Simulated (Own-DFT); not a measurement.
# Shaking the atoms of 2H SiC, 32 atoms (C16Si16)

These are calculations, not measurements. They come from Own-DFT, an in-house plane-wave density functional program, since retired, whose code no person has reviewed. Each row is one single-point run on a periodic cell that was not relaxed, without spin or spin-orbit coupling.

Settings of every run: PBE; PseudoDojo norm-conserving scalar-relativistic files; cutoff 42 hartree; 5 x 5 x 3 k mesh centred on Gamma; Fermi-Dirac smearing of 0.1 eV.

Known limits, some of them of some rows only: some atoms lie very close together; forces on such cells passed a denser k mesh, each cell not checked; stress not checked against mesh or cutoff.

Cell vectors in Å: (6.165, 0.000, 0.000); (-3.083, 5.339, 0.000); (0.000, 0.000, 10.068). In each run every atom was moved at random and independently from its ideal site; u is the rms move along one axis. E is the free energy for each atom above the fitted value at u = 0, and F the rms of the force components.

| run | u (Å) | E (meV/atom) | F (eV/Å) | largest force (eV/Å) | P (GPa) |
|---|---|---|---|---|---|
| 1 | 0.0289 | 32.6 | 0.863 | 2.55 | 3.91 |
| 2 | 0.0317 | ? | ? | ? | ? |
| 3 | 0.0597 | 129.5 | 1.760 | 6.01 | 5.68 |
| 4 | 0.0624 | 132.1 | 1.931 | 9.22 | 6.35 |
| 5 | 0.0864 | 246.0 | 2.379 | 6.81 | 8.51 |
| 6 | 0.0964 | 343.8 | 3.272 | 13.06 | 10.91 |
| 7 | 0.1084 | 510.9 | 4.171 | 18.83 | 15.29 |

## Worked fit

For small independent moves the energy grows as E = (3/2) K u², with K the mean stiffness felt by one atom. The runs with u up to 0.11 Å give K = 24.7 ± 1.6 eV/Å², with residuals divided by u² + 0.0006 Å², since the noise grows with the moves. The scatter is 12.1 meV/atom at u = 0.05 Å. The forces follow F = G u with G = 31.9 eV/Å²; no force at u = 0 is resolved. G exceeds K because the moves of its neighbours add to the force on an atom, and stiffness differs between atoms. The pressure follows P = 2.37 + 990 u² GPa: at fixed volume, shortened bonds push harder than stretched ones pull.

## Withheld run

Question: what energy and rms force should run 2 give?

The fit gives 37 ± 7 meV/atom and about 1.01 eV/Å. The calculation gave 43.6 meV/atom and 1.082 eV/Å.
